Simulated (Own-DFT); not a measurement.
# A change of arrangement and its cost: C16Si16, 32 atoms

These are calculations, not measurements. They come from Own-DFT, an in-house plane-wave density functional program, since retired, whose code no person has reviewed. Each row is one single-point run on a periodic cell that was not relaxed, without spin or spin-orbit coupling.

Settings of every run: PBE; PseudoDojo norm-conserving scalar-relativistic files; cutoff 42 hartree; 5 x 5 x 3 k mesh centred on Gamma; Fermi-Dirac smearing of 0.1 eV.

Known limits: forces on such cells passed a denser k mesh, each cell not checked; stress not checked against mesh or cutoff.

All cells hold the same atoms in the same cell, with vectors in Å (6.165, 0.000, 0.000); (-3.083, 5.339, 0.000); (0.000, 0.000, 10.068). Every atom was moved at random from its ideal site; u is the rms move along one axis. E is the free energy of the cell above the lowest run. The arrangements:

- A: 2H SiC
- B: 4H SiC

| arrangement | u (Å) | E (eV) | P (GPa) |
|---|---|---|---|
| A | 0.0279 | 0.277 | 3.57 |
| A | 0.0311 | 0.491 | 3.77 |
| A | 0.0318 | 0.787 | 3.88 |
| A | 0.0609 | 4.954 | 7.38 |
| A | 0.0612 | 4.003 | 6.76 |
| A | 0.0696 | 5.056 | 6.75 |
| B | 0.0233 | 0.000 | 3.40 |
| B | 0.0278 | 0.318 | 3.66 |
| B | 0.0311 | 0.725 | 4.11 |
| B | 0.0587 | 3.270 | 6.01 |
| B | 0.0639 | 4.774 | 7.31 |
| B | 0.0652 | 5.049 | 7.46 |

Question: once the cost of the random moves is taken out, how do the arrangements rank?

## Worked answer

Fit E = a + b u², with one b for all and one a for each arrangement, and with residuals divided by u², since the noise grows with the moves. Then b = 1315 eV/Å², the scatter at u = 0.04 Å is 0.21 eV, and against A:

- B: 0.01 ± 0.09 eV (not told apart from A)

These are energies of unrelaxed cells. Relaxing the atoms lowers the strained arrangements most, so the gaps would shrink and small ones could change sign.
